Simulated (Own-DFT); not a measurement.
# Shaking the atoms of a stack of Si and Ge or SiGe layers, 96 atoms (Ge48Si48)

All numbers below are calculated, not measured. The program, named Own-DFT, is a retired in-house plane-wave density functional code that no person has reviewed. Each row is one single-point run on a periodic cell that was not relaxed, without spin or spin-orbit coupling.

Settings of every run: PBE; PseudoDojo norm-conserving scalar-relativistic files; cutoff 42 hartree; 3 x 3 x 2 k mesh centred on Gamma; Fermi-Dirac smearing of 0.1 eV.

Known limits: forces on such cells moved up to 12 meV/angstrom on a denser k mesh; stress not checked against mesh or cutoff.

Cell vectors in Å: (10.862, 0.000, 0.000); (0.000, 10.862, 0.000); (0.000, 0.000, 16.293). In each run every atom was moved at random and independently from its ideal site; u is the rms move along one axis. The random placing of the alloy's atoms differs from row to row. E is the free energy for each atom above the fitted value at u = 0, and F the rms of the force components.

```
run   u (Å)  E (meV/atom)  F (eV/Å)  largest force (eV/Å)  P (GPa)
  1  0.0296          19.6     0.530                  2.01     9.11
  2  0.0308          21.4     0.561                  2.11     9.13
  3  0.0562          70.3     1.012                  3.24     9.72
  4  0.0626             ?         ?                     ?        ?
  5  0.0626          93.2     1.186                  3.63    10.08
  6  0.1053         267.6     2.258                  7.92    12.43
  7  0.1068         234.8     2.029                  8.07    11.75
```

## Worked fit

For small independent moves the energy grows as E = (3/2) K u², with K the mean stiffness felt by one atom. The runs with u up to 0.11 Å give K = 15.1 ± 0.6 eV/Å², with residuals divided by u² + 0.0006 Å², since the noise grows with the moves. The scatter is 4.1 meV/atom at u = 0.05 Å. The forces follow F = G u with G = 19.0 eV/Å²; no force at u = 0 is resolved. G exceeds K because the moves of its neighbours add to the force on an atom, and stiffness differs between atoms. The pressure follows P = 8.87 + 286 u² GPa: at fixed volume, shortened bonds push harder than stretched ones pull.

## Withheld run

Question: what energy and rms force should run 4 give?

The fit gives 89 ± 7 meV/atom and about 1.19 eV/Å. The calculation gave 81.4 meV/atom and 1.173 eV/Å.
